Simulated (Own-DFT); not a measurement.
# Which arrangement is lower? As32Ga32, 64 atoms

All numbers below are calculated, not measured. They come from Own-DFT, an in-house plane-wave density functional program, since retired, whose code no person has reviewed. Each row is one single-point run on a periodic cell that was not relaxed, without spin or spin-orbit coupling.

Settings of every run: PBE; PseudoDojo norm-conserving scalar-relativistic files; cutoff 42 hartree; 3 x 3 x 3 k mesh centred on Gamma; Fermi-Dirac smearing of 0.1 eV.

Known limits, some of them of some rows only: not probed for a lower state with spin; forces on such cells failed a check on a denser k mesh; forces not confirmed at this smearing and k mesh; stress not checked against mesh or cutoff.

All cells hold the same atoms in the same cell, with vectors in Å (11.307, 0.000, 0.000); (0.000, 11.307, 0.000); (0.000, 0.000, 11.307). Every atom was moved at random from its ideal site; u is the rms move along one axis. The defect's site can differ from row to row. E is the free energy of the cell above the lowest run. The arrangements:

- A: zincblende GaAs
- B: zincblende GaAs, with one As on a Ga site and one Ga on an As site, 2.4 Å apart

| arrangement | u (Å) | E (eV) | P (GPa) |
|---|---|---|---|
| A | 0.0185 | 0.020 | 3.51 |
| A | 0.0194 | 0.049 | 3.51 |
| A | 0.0195 | 0.000 | 3.50 |
| A | 0.0458 | 2.043 | 3.94 |
| A | 0.0461 | 1.766 | 3.87 |
| A | 0.0479 | 1.895 | 3.90 |
| B | 0.0269 | 2.970 | 3.90 |
| B | 0.0288 | 3.165 | 3.94 |
| B | 0.0307 | 3.195 | 3.92 |
| B | 0.0472 | 4.448 | 4.22 |
| B | 0.0476 | 4.576 | 4.21 |
| B | 0.0503 | 4.743 | 4.27 |

Question: once the cost of the random moves is taken out, how do the arrangements rank?

## Worked answer

Fit E = a + b u², with one b for all and one a for each arrangement, and with residuals divided by u², since the noise grows with the moves. Then b = 1018 eV/Å², the scatter at u = 0.04 Å is 0.11 eV, and against A:

- B: 2.60 ± 0.04 eV (higher)

These are energies of unrelaxed cells. Relaxing the atoms lowers the strained arrangements most, so the gaps would shrink and small ones could change sign.
